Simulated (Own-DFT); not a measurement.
# Computed records: SiC (2H silicon carbide, atoms displaced)

A calculation, not a measurement: plane-wave PBE density functional theory by an unreviewed code, no spin, of a simulated periodic cell, stress positive in tension, free energy of the whole cell less one offset for each atom, forces on such cells passed a denser k mesh, this cell's mesh not checked; offsets are fitted by least squares, one for each functional and potential file, so energies compare only between cells with the same atoms and settings and are not formation energies; the far tail of each file's local potential was reset to the Coulomb form; each entry is a single point on an unrelaxed cell, so the pressure reflects the starting lattice, mostly measured values (interpolated for alloys), from which strain is counted, and rises with the displacements; printed positions are rounded, which can move forces by about a meV/angstrom; the program, named Own-DFT, is a retired in-house code; no spin-orbit coupling. Program: Own-DFT development build.

### SiC (2H silicon carbide, atoms displaced)

```
SiC
1.0
      9.2481     0.0000     0.0000
     -4.6241     8.0091     0.0000
      0.0000     0.0000    10.0681
Si C Si C Si C Si C Si C Si C Si C Si C Si C Si C Si C Si C Si C Si C Si C Si C Si C Si C
2 2 2 2 2 2 2 2 2 2 2 2 2 2 2 2 2 2 2 2 2 2 2 2 2 2 2 2 2 2 2 2 2 2 2 2
Direct
  0.00523 0.00813 0.00097
  0.11156 0.22472 0.25066
  0.00393 0.99889 0.18593
  0.10807 0.22407 0.44006
  0.99512 0.00206 0.50046
  0.10861 0.21938 0.74882
  0.99978 0.99953 0.69092
  0.11195 0.23254 0.94009
  0.99843 0.33295 0.99650
  0.11148 0.55469 0.25012
  0.99941 0.33015 0.18835
  0.10778 0.55363 0.43968
  0.99442 0.32680 0.50133
  0.11292 0.55301 0.74824
  0.00252 0.33592 0.69246
  0.10447 0.55027 0.93729
  0.99685 0.66481 0.00001
  0.10738 0.88809 0.25020
  0.99676 0.66612 0.18530
  0.11490 0.88543 0.43750
  0.99414 0.67064 0.50308
  0.10386 0.88466 0.75066
  0.00075 0.66926 0.68679
  0.10974 0.89031 0.93809
  0.33365 0.99276 0.99673
  0.44280 0.22300 0.24683
  0.32545 0.99488 0.18466
  0.43754 0.21831 0.43675
  0.33752 0.00258 0.49904
  0.45460 0.22154 0.75096
  0.33443 0.00154 0.69117
  0.44473 0.21743 0.93516
  0.34156 0.33885 0.00104
  0.44018 0.55669 0.24743
  0.33926 0.33685 0.18969
  0.44237 0.55020 0.43623
  0.33248 0.33072 0.50176
  0.44022 0.55272 0.74903
  0.34089 0.33803 0.68377
  0.44618 0.55778 0.93422
  0.33239 0.66725 0.99871
  0.45095 0.89398 0.24573
  0.32979 0.66883 0.18771
  0.44390 0.88835 0.43347
  0.33497 0.67194 0.49836
  0.44366 0.88478 0.74780
  0.33962 0.67141 0.68458
  0.44538 0.88880 0.93763
  0.66529 0.99963 0.00327
  0.77535 0.21764 0.25245
  0.66878 0.99880 0.18682
  0.77888 0.22051 0.44199
  0.66907 0.00539 0.49772
  0.77661 0.22278 0.74880
  0.66594 0.99893 0.69032
  0.77884 0.22492 0.93315
  0.66948 0.33101 0.00558
  0.77440 0.54893 0.24956
  0.67060 0.33126 0.19039
  0.78034 0.55357 0.43914
  0.66387 0.32492 0.50023
  0.78102 0.55863 0.74562
  0.66941 0.33627 0.68778
  0.77215 0.55528 0.93567
  0.66933 0.66619 0.00010
  0.77508 0.88612 0.25156
  0.66651 0.66477 0.18959
  0.77707 0.88577 0.43703
  0.66334 0.66145 0.49743
  0.77288 0.89102 0.75554
  0.67156 0.66760 0.68220
  0.78015 0.89361 0.93612
```

* functional: PBE
* potential files: PseudoDojo norm-conserving, scalar-relativistic, standard set
* wave cutoff: 42 hartree
* occupations: Fermi-Dirac
* smearing width: 0.1 eV
* hardware: one NVIDIA H100
* k mesh: 4 x 4 x 3 centred on Gamma
* free energy of cell above offsets: -10.753 eV
* pressure: 3.64 GPa
* stress xx: -2.22 GPa
* stress yy: -3.18 GPa
* stress zz: -5.53 GPa
* stress yz: -0.17 GPa
* stress xz: -0.16 GPa
* stress xy: 0.73 GPa
* wall time: 356.2 s

Force:
```
element  x (eV/Å)  y (eV/Å)  z (eV/Å)
     Si      -0.1     -0.44    -0.511
     Si     0.544    -0.643    -0.124
      C     -1.43     0.639     0.776
      C     0.618    -0.548    -0.343
     Si     1.502    -0.638     0.078
     Si     0.999     0.863     0.509
      C     -0.88    -0.025    -0.551
      C       1.8    -1.131     -0.56
     Si    -0.469     0.099     0.928
     Si    -1.022     0.067     0.332
      C     -0.54      0.33    -0.237
      C    -0.088     0.166     0.133
     Si     0.675     2.058     0.513
     Si    -0.458     1.171     0.113
      C    -0.317    -1.069    -1.218
      C     0.558     1.342    -0.214
     Si    -0.331     0.335    -0.408
     Si     0.726    -0.665     0.032
      C     0.266    -0.477      0.62
      C    -1.406     1.089     0.252
     Si     1.879     -0.68     -0.87
     Si     1.037     1.093     0.206
      C     0.536    -0.669     0.495
      C     0.195    -0.408    -0.156
     Si    -1.386     0.957     0.253
     Si     0.482    -0.948     0.415
      C      1.26     0.949     0.199
      C     1.142     0.542    -0.321
     Si    -0.635        -1     0.456
     Si    -1.831     0.252    -0.255
      C     0.092    -0.629    -0.752
      C     0.138     0.576     1.254
     Si    -0.663    -0.849     -0.61
     Si     0.716     0.216     0.624
      C    -0.974    -0.169      -0.6
      C    -0.572     0.738    -0.077
     Si    -0.463     0.411    -0.593
     Si     1.401     0.806    -0.694
      C     -0.51    -1.426     1.351
      C    -0.032     0.146     0.825
     Si    -0.186    -0.538    -0.012
     Si    -1.635    -0.823     0.414
      C     0.834     0.016    -0.385
      C     0.586      0.96     0.312
     Si     0.134    -1.419    -0.436
     Si    -0.405      1.14     0.468
      C     -0.71    -1.075     0.428
      C      0.44    -0.602    -0.218
     Si     0.488     0.441    -1.443
     Si     0.887     0.625    -0.154
      C    -0.128     0.255     0.412
      C    -0.617     -0.04    -1.064
     Si     0.136    -2.202     0.838
     Si     0.322     0.053     0.083
      C    -0.342      0.61    -0.922
      C    -0.129     -0.75     1.351
     Si    -0.723     0.303    -1.654
     Si     0.388     1.262       0.5
      C    -0.779    -0.651     0.053
      C    -1.048    -0.807    -0.458
     Si    -0.874     1.399    -0.006
     Si    -0.552    -0.224     0.685
      C     0.623    -0.327    -0.477
      C     1.185    -0.485     0.213
     Si    -0.753     0.738    -0.157
     Si     1.179     0.131    -0.512
      C    -0.402    -0.108    -0.393
      C    -0.645     0.351     0.121
     Si     0.109     0.228    -0.026
     Si     1.311    -0.705    -1.611
      C    -1.137     0.211      1.21
      C    -0.014      -0.4     1.569
```
